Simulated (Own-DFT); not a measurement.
# A layer strained by its substrate: wurtzite AlGaN with randomly placed atoms, 72 atoms (Al27Ga9N36)

Everything here is calculated. The program is Own-DFT (plane waves, in-house, since retired, never reviewed by a person); positions were held fixed, and spin and spin-orbit coupling were off.

Method: PBE; PseudoDojo norm-conserving scalar-relativistic files (stringent for Ga); cutoff 96 hartree; 4 x 4 x 3 k mesh centred on Gamma; Gaussian smearing of 0.01 eV.

Limits: forces on such cells passed a denser k mesh, each cell not checked; stress not checked against mesh or cutoff.

Unstrained cell vectors in Å: (9.394, 0.000, 0.000); (-4.697, 8.135, 0.000); (0.000, 0.000, 10.066). The unstrained cell has measured lattice constants (interpolated for alloys), not those of this functional. That, the random moves and any unrelaxed bonds set the pressure at no strain. Each run strains x and y alike by e, as a substrate would, and holds the height along z. All atoms carry random offsets, Gaussian with a width of 0.05 Å per axis. The random placing of the alloy's atoms differs from row to row. Stress is positive in tension.

```
e (%)  u (Å)  (s_xx + s_yy)/2 (GPa)  s_zz (GPa)
-3.00  0.053                 -26.28      -11.98
-2.50  0.049                 -23.26       -9.32
-2.25  0.051                 -19.85      -11.65
-2.00  0.048                 -18.66       -9.98
-1.00  0.049                 -11.97       -8.65
-0.75  0.048                 -10.66       -8.35
 0.50  0.050                      ?           ?
 1.25  0.050                   1.14       -6.43
 1.75  0.051                   3.40       -5.19
 2.00  0.055                   4.34       -6.60
```

## What the rows give

With e as a fraction, the in-plane stress is -5.8 + 582 e - 3428 e² GPa (errors 11 and 752, scatter 0.48), and s_zz is -7.9 + 113 e GPa (slope ± 17, scatter 0.90). At e = 0 the first slope is C11 + C12 and the second 2 C13, both with the ions held to the strained lattice and at the cell's own pressure. The term in e² is negative: the layer stiffens under compression and softens under tension. A free layer would change its height as e changes, and the in-plane slope would drop by 2 C13²/C33 to the biaxial modulus. At fixed height, a misfit of 1 % moves the in-plane stress by about 5.8 GPa and s_zz by 1.1 GPa.

## Withheld run

Q: what are the two stresses at e = 0.50 %?

Estimate: -3.0 and -7.3 GPa. Computed: -2.81 and -6.79 GPa.
